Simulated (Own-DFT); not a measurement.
# Strain and stress in wurtzite GaN, 72 atoms (Ga36N36)

All numbers below are calculated, not measured. They come from Own-DFT, an in-house plane-wave density functional program, since retired, whose code no person has reviewed. Each row is one single-point run on a periodic cell that was not relaxed, without spin or spin-orbit coupling.

Settings of every run: PBE; PseudoDojo norm-conserving scalar-relativistic files (stringent for Ga); cutoff 96 hartree; 4 x 4 x 3 k mesh centred on Gamma; Gaussian smearing of 0.01 eV.

Known limits: forces not confirmed at this smearing and k mesh; stress not checked against mesh or cutoff.

Unstrained cell vectors in Å: (9.567, 0.000, 0.000); (-4.784, 8.285, 0.000); (0.000, 0.000, 10.370). The unstrained cell has measured lattice constants (interpolated for alloys), not those of this functional. That, the random moves and any unrelaxed bonds set the pressure at no strain. Each run strains this cell uniformly, with the atoms carried along. Every atom was also moved at random, by a Gaussian of width 0.05 Å on each axis. Strain is the symmetric tensor, in per cent. Stress is positive in tension, and the pressure is minus a third of its trace.

```
run,e_xx (%),e_yy (%),e_zz (%),e_yz (%),e_xz (%),e_xy (%),s_xx (GPa),s_yy (GPa),s_zz (GPa),s_yz (GPa),s_xz (GPa),s_xy (GPa),P (GPa),E (meV/atom)
1,-1.45,-0.20,0.60,0.00,1.15,1.87,-14.89,-9.80,-5.15,0.58,2.25,6.57,9.95,42.3
2,1.44,0.24,1.81,-1.74,-0.18,1.84,0.42,-4.03,-0.47,-4.12,-0.63,3.97,1.36,26.6
3,-0.44,-1.34,-1.35,-1.92,1.67,1.00,-12.77,-11.78,-16.67,-4.00,4.43,3.24,13.74,34.8
4,-1.00,-1.14,-0.67,-0.61,-1.41,0.13,-14.40,-14.95,-11.73,-1.89,-4.32,-0.72,13.69,47.0
5,1.52,0.71,-1.77,0.50,-0.70,1.70,-0.51,-3.59,-16.20,0.92,-1.70,5.51,6.77,27.3
6,-1.79,0.00,1.03,-1.57,1.83,1.92,-14.41,-8.66,-4.18,-3.30,4.09,5.75,9.09,37.7
7,-0.90,-0.51,1.75,1.74,1.09,1.53,-9.77,-8.39,-1.71,4.32,1.62,4.78,6.62,17.3
8,-0.88,0.14,-1.46,1.35,0.67,-1.80,-12.88,-7.80,-14.08,2.86,1.66,-4.30,11.59,25.6
9,-1.31,0.12,-1.63,-1.57,1.50,-0.45,-12.37,-9.67,-16.49,-3.62,4.13,0.06,12.85,33.6
10,-1.99,1.16,-1.39,-1.66,-0.03,0.50,-15.76,-7.23,-11.82,-4.09,0.73,2.04,11.60,28.6
11,1.30,0.94,-0.73,1.23,-0.29,-0.87,0.15,-2.95,-8.95,1.85,-0.82,-2.24,3.92,0.0
12,-0.58,-0.89,0.79,0.35,-0.97,1.82,-9.22,-11.61,-4.98,1.31,-1.11,5.56,8.60,21.6
13,0.62,1.77,1.58,0.52,1.90,-1.45,-2.18,0.82,0.96,0.67,3.95,-3.33,0.13,12.7
14,1.61,-0.79,0.75,0.66,0.77,0.54,0.04,-8.31,-3.80,1.02,2.09,0.70,4.02,5.4
15,-1.86,0.86,1.17,0.52,0.42,-1.71,-11.89,-5.08,-3.62,1.03,0.91,-4.85,6.86,15.2
16,-0.25,1.47,-1.60,1.16,0.44,0.75,-8.65,-2.98,-13.09,2.52,0.15,2.90,8.24,33.6
17,-1.82,0.66,-0.05,1.36,1.68,0.64,?,?,?,?,?,?,?,?
```

E is the free energy for each atom above the lowest run shown.

## Worked fit

Each stress component was fitted by least squares to a constant and the strains of the runs shown, as fractions, with shears doubled. Shear strains stay in the fit of a normal stress only where such slopes are resolved. The slopes, in GPa:

```
stress,at no strain,per e_xx,per e_yy,per e_zz,scatter
s_xx,-7.2,442 ± 23,123 ± 31,81 ± 21,1.12
s_yy,-7.3,120 ± 19,368 ± 26,55 ± 18,0.95
s_zz,-8.0,21 ± 23,108 ± 31,436 ± 21,1.12
```

Each shear stress against twice its own strain: yz 117 ± 3, xz 116 ± 10, xy 151 ± 6 GPa. These are stiffnesses along x, y and z of the frame in which the cell vectors are given, which need not be the crystal's axes. The atoms are held to the strained lattice; where symmetry lets them move under strain, relaxing them would lower some slopes. The table should be nearly symmetric about its diagonal, and what it lacks of that shows the noise. A ninth of its sum, 195 ± 5 GPa, estimates the bulk modulus near the mean pressure of these runs, 8.1 GPa, so it lies above the value at zero pressure.

## Withheld run

Question: what normal stresses and pressure should run 17 give?

The fit gives s_xx = -14.5, s_yy = -7.1, s_zz = -7.9 and P = 9.8 GPa. The calculation gave -13.58, -6.10, -9.85 and P = 9.84 GPa.
